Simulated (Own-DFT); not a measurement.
GaN (wurtzite, atoms displaced) (calculated)

A calculation, not a measurement: plane-wave PBE density functional theory by an unreviewed code, no spin, of a simulated periodic cell, stress positive in tension, free energy of the whole cell less one offset for each atom, forces on such cells passed a denser k mesh, this cell's mesh not checked; offsets are fitted by least squares, one for each functional and potential file, so energies compare only between cells with the same atoms and settings and are not formation energies; the far tail of each file's local potential was reset to the Coulomb form; each entry is a single point on an unrelaxed cell, so the pressure reflects the starting lattice, mostly measured values (interpolated for alloys), from which strain is counted, and rises with the displacements; printed positions are rounded, which can move forces by about a meV/angstrom; the program, named Own-DFT, is a retired in-house code; no spin-orbit coupling. Program: Own-DFT development build.

Settings shared by all entries: functional PBE; potential files PseudoDojo norm-conserving, scalar-relativistic, standard set with the stringent files for Ga; wave cutoff 96 hartree; occupations Gaussian; smearing width 0.01 eV; k mesh 3 x 4 x 3 centred on Gamma.

(1) GaN (wurtzite, atoms displaced)

```cif
# cell vector a (Å): 12.7560 0.0000 0.0000
# cell vector b (Å): -4.7835 8.2853 0.0000
# cell vector c (Å): 0.0000 0.0000 10.3700
data_GaN
_symmetry_space_group_name_H-M 'P 1'
_symmetry_Int_Tables_number 1
_cell_length_a 12.7560
_cell_length_b 9.5670
_cell_length_c 10.3700
_cell_angle_alpha 90.000
_cell_angle_beta 90.000
_cell_angle_gamma 120.000
_cell_volume 1095.98
loop_
_atom_site_label
_atom_site_type_symbol
_atom_site_fract_x
_atom_site_fract_y
_atom_site_fract_z
_atom_site_occupancy
Ga1 Ga 0.08414 0.21969 0.00661 1
Ga2 Ga 0.16988 0.12382 0.25146 1
N1 N 0.08887 0.22849 0.19172 1
N2 N 0.16666 0.10966 0.43328 1
Ga3 Ga 0.08151 0.22581 0.50159 1
Ga4 Ga 0.16537 0.11328 0.75243 1
N3 N 0.08432 0.21880 0.68220 1
N4 N 0.16969 0.10641 0.92873 1
Ga5 Ga 0.07878 0.54208 0.00827 1
Ga6 Ga 0.16899 0.43992 0.25468 1
N5 N 0.08122 0.56492 0.19209 1
N6 N 0.16995 0.44983 0.42770 1
Ga7 Ga 0.08376 0.56477 0.48984 1
Ga8 Ga 0.16094 0.43148 0.75246 1
N7 N 0.09124 0.55583 0.68411 1
N8 N 0.16859 0.44297 0.94010 1
Ga9 Ga 0.08559 0.88935 0.99637 1
Ga10 Ga 0.16746 0.77320 0.25282 1
N9 N 0.08520 0.88971 0.18806 1
N10 N 0.17073 0.78443 0.44229 1
Ga11 Ga 0.08448 0.89712 0.50021 1
Ga12 Ga 0.16334 0.76682 0.75230 1
N11 N 0.08844 0.89889 0.69060 1
N12 N 0.17086 0.77791 0.94364 1
Ga13 Ga 0.33853 0.22445 0.99656 1
Ga14 Ga 0.41707 0.11096 0.25424 1
N13 N 0.33646 0.23162 0.18617 1
N14 N 0.41277 0.10945 0.43465 1
Ga15 Ga 0.33769 0.22781 0.50636 1
Ga16 Ga 0.41557 0.10206 0.74879 1
N15 N 0.32648 0.21805 0.69321 1
N16 N 0.41792 0.12328 0.93776 1
Ga17 Ga 0.33387 0.56610 0.00235 1
Ga18 Ga 0.41487 0.44263 0.25243 1
N17 N 0.32404 0.55051 0.19770 1
N18 N 0.41590 0.44603 0.44323 1
Ga19 Ga 0.33755 0.56255 0.51095 1
Ga20 Ga 0.42174 0.44398 0.75152 1
N19 N 0.32613 0.54944 0.68885 1
N20 N 0.41841 0.44521 0.93879 1
Ga21 Ga 0.33625 0.88997 0.00042 1
Ga22 Ga 0.41751 0.78340 0.24330 1
N21 N 0.33487 0.88973 0.18791 1
N22 N 0.42135 0.78300 0.45051 1
Ga23 Ga 0.32570 0.88469 0.49415 1
Ga24 Ga 0.41434 0.78120 0.75559 1
N23 N 0.33446 0.88962 0.69296 1
N24 N 0.41793 0.76988 0.94257 1
Ga25 Ga 0.57835 0.22201 0.99456 1
Ga26 Ga 0.67206 0.11016 0.24129 1
N25 N 0.58478 0.23096 0.17791 1
N26 N 0.66759 0.11145 0.44398 1
Ga27 Ga 0.58640 0.23153 0.49856 1
Ga28 Ga 0.66558 0.11488 0.73997 1
N27 N 0.59055 0.22279 0.68551 1
N28 N 0.66497 0.11015 0.94227 1
Ga29 Ga 0.59066 0.55169 0.00213 1
Ga30 Ga 0.67188 0.44517 0.24114 1
N29 N 0.57704 0.53679 0.18375 1
N30 N 0.67210 0.45759 0.44927 1
Ga31 Ga 0.58084 0.55496 0.49917 1
Ga32 Ga 0.66516 0.45335 0.74711 1
N31 N 0.58162 0.54857 0.68347 1
N32 N 0.67364 0.45792 0.93791 1
Ga33 Ga 0.57107 0.88716 0.00171 1
Ga34 Ga 0.66589 0.77933 0.25490 1
N33 N 0.57840 0.88875 0.17869 1
N34 N 0.66050 0.77686 0.43656 1
Ga35 Ga 0.58237 0.88439 0.49641 1
Ga36 Ga 0.66109 0.77067 0.74405 1
N35 N 0.58040 0.89108 0.68781 1
N36 N 0.66839 0.78552 0.94546 1
Ga37 Ga 0.83638 0.22221 0.99479 1
Ga38 Ga 0.91379 0.10865 0.25014 1
N37 N 0.83052 0.22265 0.19532 1
N38 N 0.92068 0.12222 0.43933 1
Ga39 Ga 0.82921 0.22221 0.50552 1
Ga40 Ga 0.91576 0.10450 0.73935 1
N39 N 0.82656 0.21573 0.68380 1
N40 N 0.91316 0.10440 0.94309 1
Ga41 Ga 0.82884 0.54995 0.00298 1
Ga42 Ga 0.92051 0.45180 0.25079 1
N41 N 0.83181 0.56017 0.18806 1
N42 N 0.91805 0.44695 0.43456 1
Ga43 Ga 0.84047 0.55808 0.49476 1
Ga44 Ga 0.91539 0.44009 0.75082 1
N43 N 0.83401 0.54825 0.68563 1
N44 N 0.91696 0.45307 0.93110 1
Ga45 Ga 0.83201 0.88901 0.99904 1
Ga46 Ga 0.92595 0.79540 0.25235 1
N45 N 0.83610 0.89451 0.18579 1
N46 N 0.91478 0.77116 0.43313 1
Ga47 Ga 0.82602 0.88216 0.49336 1
Ga48 Ga 0.92172 0.77697 0.75480 1
N47 N 0.83465 0.88296 0.69316 1
N48 N 0.92131 0.79054 0.93421 1
```

* free energy of cell above offsets: -4.196 eV
* pressure: 7.27 GPa
* stress xx: -7.62 GPa
* stress yy: -6.24 GPa
* stress zz: -7.94 GPa
* stress yz: -0.21 GPa
* stress xz: -0.07 GPa
* stress xy: -0.93 GPa

Force:
```
element  x (eV/Å)  y (eV/Å)  z (eV/Å)
     Ga     0.394    -0.437    -1.097
     Ga     1.396    -1.447    -0.537
      N    -1.546    -0.947    -0.616
      N    -0.189     1.113      1.16
     Ga     1.079     0.503    -1.341
     Ga      0.19    -0.221    -0.845
      N    -0.884    -0.069     0.956
      N    -0.635     0.951      2.65
     Ga    -0.127     1.531    -1.017
     Ga    -1.805     0.513    -1.094
      N     1.271     -1.85    -0.412
      N    -0.279     0.015     3.445
     Ga     1.091    -1.398     1.211
     Ga     0.201     1.081    -0.153
      N    -1.345     -0.97    -0.201
      N    -0.532    -0.403     0.238
     Ga     0.074    -0.097     0.572
     Ga    -0.593     1.957    -0.365
      N      0.54     0.895     -0.09
      N    -1.906     -0.65    -1.155
     Ga    -0.131    -0.487      0.41
     Ga    -0.074     1.367     0.262
      N     0.228    -1.773    -0.666
      N    -0.134    -0.898    -0.447
     Ga    -2.107     0.731     0.716
     Ga    -0.168     0.931    -1.505
      N     0.059    -1.554     0.046
      N     0.609     0.494     1.309
     Ga      -0.8    -0.783    -0.408
     Ga    -0.401      1.73    -0.062
      N     1.836     0.665    -0.634
      N     1.411    -2.319    -0.813
     Ga     0.954    -3.218     0.885
     Ga    -0.065     0.614     0.039
      N     2.205     1.878    -1.742
      N    -0.005     0.127      -0.4
     Ga    -0.726    -0.532     -1.75
     Ga     -1.69      -0.4     0.327
      N     1.045     0.518     1.656
      N    -0.057      0.79     0.075
     Ga    -0.683     0.419     -0.19
     Ga     0.156    -1.238     1.891
      N    -0.527     0.313     0.102
      N    -1.408    -0.555    -2.039
     Ga      2.66     1.364     1.694
     Ga     0.712    -1.031    -1.066
      N    -0.667    -0.831    -0.793
      N    -2.197     1.542    -1.237
     Ga     1.432     0.805    -0.112
     Ga     -2.42    -0.005     1.157
      N     0.467    -1.602     1.539
      N    -0.575    -0.129    -1.511
     Ga     0.041    -0.691    -0.299
     Ga     0.793    -1.402     2.044
      N    -2.835     1.009     0.218
      N    -0.302     0.395    -1.044
     Ga    -2.652      1.62    -0.278
     Ga     -0.98    -0.158     1.801
      N    -0.341     2.281     1.456
      N     0.149    -1.092    -1.903
     Ga      0.18    -0.145    -0.464
     Ga     2.353    -1.226     0.301
      N    -0.945     1.171      0.15
      N     0.139    -2.081    -1.382
     Ga     3.478     1.094    -1.331
     Ga     0.061    -0.879    -2.331
      N     1.011    -0.136     2.512
      N     1.008    -0.322     0.157
     Ga    -0.794     1.742     1.247
     Ga     0.131     1.232     1.601
      N     0.598    -0.888     0.088
      N    -0.695    -1.276    -1.105
     Ga    -1.016    -0.067     0.572
     Ga     0.322     1.183      0.25
      N     1.813     1.197    -1.596
      N    -0.661    -1.682    -0.092
     Ga      0.64     0.507    -1.799
     Ga    -0.444     0.261     1.255
      N     1.724     0.698     1.446
      N     0.777     1.756    -1.232
     Ga     1.054     1.873     -0.31
     Ga    -1.112    -0.781    -0.263
      N     1.339     0.727     0.015
      N     0.271    -0.443     0.495
     Ga    -0.906    -0.366     1.121
     Ga     0.445     0.332    -1.329
      N    -0.292     1.058     0.139
      N     0.783    -1.088     1.643
     Ga    -0.008    -0.464    -0.156
     Ga    -0.301    -1.404    -1.086
      N    -0.528    -0.714      0.92
      N    -0.157     1.687     0.886
     Ga     1.267     0.912     1.068
     Ga    -0.134    -0.443    -1.248
      N    -0.839    -0.494    -1.576
      N     0.232    -1.495       1.4
```

(2) GaN (wurtzite, atoms displaced)

```cif
# cell vector a (Å): 12.7560 0.0000 0.0000
# cell vector b (Å): -4.7835 8.2853 0.0000
# cell vector c (Å): 0.0000 0.0000 10.3700
data_GaN
_symmetry_space_group_name_H-M 'P 1'
_symmetry_Int_Tables_number 1
_cell_length_a 12.7560
_cell_length_b 9.5670
_cell_length_c 10.3700
_cell_angle_alpha 90.000
_cell_angle_beta 90.000
_cell_angle_gamma 120.000
_cell_volume 1095.98
loop_
_atom_site_label
_atom_site_type_symbol
_atom_site_fract_x
_atom_site_fract_y
_atom_site_fract_z
_atom_site_occupancy
Ga1 Ga 0.08413 0.22187 0.99858 1
Ga2 Ga 0.16287 0.09945 0.24912 1
N1 N 0.07745 0.22253 0.18721 1
N2 N 0.16214 0.10470 0.43262 1
Ga3 Ga 0.07462 0.21743 0.50444 1
Ga4 Ga 0.15779 0.10266 0.75140 1
N3 N 0.08515 0.22597 0.68474 1
N4 N 0.16402 0.11763 0.94139 1
Ga5 Ga 0.08493 0.55712 0.99939 1
Ga6 Ga 0.16848 0.45012 0.25857 1
N5 N 0.08524 0.56972 0.19527 1
N6 N 0.16364 0.44532 0.43944 1
Ga7 Ga 0.07841 0.55664 0.48933 1
Ga8 Ga 0.15706 0.43466 0.74233 1
N7 N 0.09492 0.56634 0.69198 1
N8 N 0.16420 0.43653 0.93248 1
Ga9 Ga 0.08692 0.89127 0.00388 1
Ga10 Ga 0.16353 0.76982 0.25229 1
N9 N 0.08742 0.88997 0.18584 1
N10 N 0.16963 0.78324 0.42725 1
Ga11 Ga 0.08250 0.88651 0.49965 1
Ga12 Ga 0.16805 0.77843 0.75534 1
N11 N 0.08647 0.89049 0.68624 1
N12 N 0.15963 0.77036 0.93970 1
Ga13 Ga 0.33088 0.22579 0.00057 1
Ga14 Ga 0.41552 0.11771 0.24967 1
N13 N 0.32967 0.22014 0.19053 1
N14 N 0.41294 0.11077 0.43016 1
Ga15 Ga 0.33337 0.22599 0.50540 1
Ga16 Ga 0.41618 0.11132 0.75054 1
N15 N 0.34130 0.22338 0.68709 1
N16 N 0.42269 0.10318 0.94061 1
Ga17 Ga 0.33651 0.54417 0.99763 1
Ga18 Ga 0.41414 0.44756 0.23935 1
N17 N 0.33599 0.55862 0.18693 1
N18 N 0.41750 0.45140 0.43352 1
Ga19 Ga 0.33008 0.56207 0.50347 1
Ga20 Ga 0.41417 0.44270 0.75016 1
N19 N 0.33266 0.55285 0.69098 1
N20 N 0.41325 0.43081 0.94007 1
Ga21 Ga 0.33852 0.89787 0.00080 1
Ga22 Ga 0.42291 0.78614 0.25706 1
N21 N 0.33257 0.88503 0.18802 1
N22 N 0.42241 0.78353 0.43424 1
Ga23 Ga 0.32756 0.88768 0.50430 1
Ga24 Ga 0.42244 0.78059 0.75826 1
N23 N 0.33362 0.89442 0.68628 1
N24 N 0.41852 0.78552 0.93122 1
Ga25 Ga 0.58379 0.22319 0.99325 1
Ga26 Ga 0.66849 0.11440 0.24855 1
N25 N 0.57661 0.21757 0.18352 1
N26 N 0.66707 0.11408 0.43944 1
Ga27 Ga 0.59210 0.23006 0.49727 1
Ga28 Ga 0.66583 0.10556 0.75981 1
N27 N 0.57894 0.21977 0.68571 1
N28 N 0.67543 0.11344 0.93295 1
Ga29 Ga 0.58045 0.55720 0.00469 1
Ga30 Ga 0.66453 0.44921 0.25555 1
N29 N 0.58468 0.56204 0.18380 1
N30 N 0.65951 0.43633 0.44315 1
Ga31 Ga 0.59200 0.55503 0.49604 1
Ga32 Ga 0.66441 0.44225 0.74727 1
N31 N 0.58428 0.55478 0.69199 1
N32 N 0.66887 0.44841 0.93408 1
Ga33 Ga 0.58189 0.89246 0.00032 1
Ga34 Ga 0.66669 0.77911 0.25251 1
N33 N 0.58163 0.88395 0.19556 1
N34 N 0.66533 0.77426 0.43204 1
Ga35 Ga 0.58601 0.89997 0.49256 1
Ga36 Ga 0.66570 0.78426 0.75846 1
N35 N 0.58346 0.88711 0.68537 1
N36 N 0.67088 0.77881 0.94672 1
Ga37 Ga 0.83570 0.23201 0.00500 1
Ga38 Ga 0.91830 0.10770 0.25946 1
N37 N 0.83622 0.22408 0.19013 1
N38 N 0.91342 0.10125 0.43289 1
Ga39 Ga 0.83186 0.22369 0.49128 1
Ga40 Ga 0.91889 0.11931 0.74743 1
N39 N 0.83441 0.22787 0.68462 1
N40 N 0.91473 0.11254 0.94225 1
Ga41 Ga 0.83599 0.56123 0.00180 1
Ga42 Ga 0.91864 0.45417 0.25013 1
N41 N 0.82839 0.55493 0.18881 1
N42 N 0.91426 0.44433 0.44392 1
Ga43 Ga 0.83355 0.56434 0.49790 1
Ga44 Ga 0.91760 0.44520 0.75327 1
N43 N 0.83219 0.55287 0.69179 1
N44 N 0.91443 0.44078 0.93166 1
Ga45 Ga 0.83411 0.89147 0.99723 1
Ga46 Ga 0.92140 0.77775 0.26158 1
N45 N 0.83312 0.90504 0.19054 1
N46 N 0.91401 0.77695 0.44130 1
Ga47 Ga 0.83234 0.89432 0.50075 1
Ga48 Ga 0.92359 0.79211 0.74503 1
N47 N 0.83190 0.89082 0.68441 1
N48 N 0.91328 0.76696 0.94386 1
```

- free energy of cell above offsets: -4.330 eV
- pressure: 7.15 GPa
- stress xx: -4.42 GPa
- stress yy: -8.05 GPa
- stress zz: -8.97 GPa
- stress yz: 0.43 GPa
- stress xz: -0.14 GPa
- stress xy: 0.07 GPa

Force:
```
element  x (eV/Å)  y (eV/Å)  z (eV/Å)
     Ga    -1.791     0.348     1.145
     Ga    -0.681     2.074    -0.022
      N     1.294      0.58     0.529
      N    -0.395     0.626      1.55
     Ga     1.396     0.196     -1.79
     Ga     1.416     1.627    -0.013
      N     -0.03    -1.788     0.261
      N      1.53    -1.596     -1.03
     Ga      0.21     -1.12     0.219
     Ga     0.241    -0.794    -1.978
      N     0.383    -3.705    -1.692
      N    -0.097    -0.324     0.832
     Ga     0.911      0.76     1.828
     Ga     1.426     2.232      1.27
      N    -1.858    -1.037    -1.536
      N     0.078      1.12     0.509
     Ga      -0.9    -0.467    -0.712
     Ga     0.898     3.629    -1.377
      N     -0.69    -1.205     0.729
      N    -0.803    -0.834     2.725
     Ga      0.42     0.523    -0.358
     Ga     0.486     0.331    -0.334
      N    -0.034    -0.254     0.028
      N     0.902     1.678     0.064
     Ga      0.99    -2.331     0.765
     Ga     0.233    -1.351    -0.398
      N    -0.307     0.435    -1.059
      N     0.591     0.243     1.873
     Ga     0.209     0.176    -1.872
     Ga     0.669    -0.196     0.064
      N    -2.245    -0.247     0.915
      N    -2.158     1.785    -1.172
     Ga    -2.205      1.35     0.064
     Ga     0.711    -0.512     1.944
      N    -1.139     0.393    -0.392
      N     0.047    -0.362     0.405
     Ga      1.54    -0.193    -0.306
     Ga     0.739      0.14    -0.577
      N    -0.527     0.385     0.067
      N     0.516     2.111    -0.804
     Ga    -0.509    -2.391     0.947
     Ga     -1.26    -0.789    -1.721
      N    -0.179     0.457         0
      N     -1.33    -0.293     1.974
     Ga     1.163     0.963    -1.167
     Ga     -1.04    -0.457    -3.071
      N     0.323    -0.907     0.864
      N     0.523    -1.179      2.67
     Ga     0.908     0.892     0.688
     Ga    -0.435     -0.09    -0.442
      N     1.132     1.076     0.376
      N     0.396     0.523     -1.05
     Ga    -1.894    -2.659      1.15
     Ga    -0.278     0.847     -3.31
      N     1.226     -0.08     0.311
      N    -1.088    -0.214     2.578
     Ga     1.347    -0.449    -1.497
     Ga    -0.132    -1.048    -1.297
      N      0.08    -0.712     1.323
      N     1.956     1.868    -1.554
     Ga    -3.456       0.7     1.428
     Ga     0.311     0.117     0.365
      N    -0.539     0.795      -0.5
      N    -0.355    -0.379     0.889
     Ga     0.703    -0.127     0.809
     Ga     0.574      0.31    -1.122
      N     0.167     1.454    -1.392
      N     0.289     0.694     1.626
     Ga     0.537    -1.848     1.209
     Ga     0.774     -1.18    -0.827
      N    -0.001     0.559     0.015
      N    -1.648    -0.105    -0.864
     Ga     0.793    -0.953    -0.187
     Ga    -0.333     1.393    -2.798
      N    -0.466     0.731     0.659
      N    -0.611     1.749     2.452
     Ga      0.51    -0.326     1.386
     Ga    -0.806    -0.624     0.824
      N     0.168    -0.624    -0.251
      N     0.383     0.212    -1.234
     Ga      -0.4     -2.03    -0.329
     Ga    -0.124    -1.213     0.014
      N     0.437      0.57     0.759
      N    -0.629     0.474    -1.302
     Ga     0.188    -1.771     1.654
     Ga     0.084     0.549    -1.655
      N     0.142     1.224    -0.958
      N     0.288     1.045     2.115
     Ga     0.843     0.184     1.303
     Ga    -1.205     0.649     -2.63
      N     1.216    -2.776    -0.496
      N      0.23     0.734     0.444
     Ga    -0.548    -1.517    -0.143
     Ga    -0.771    -2.289      1.11
      N      0.18     0.559     0.886
      N     0.186     3.278    -1.397
```
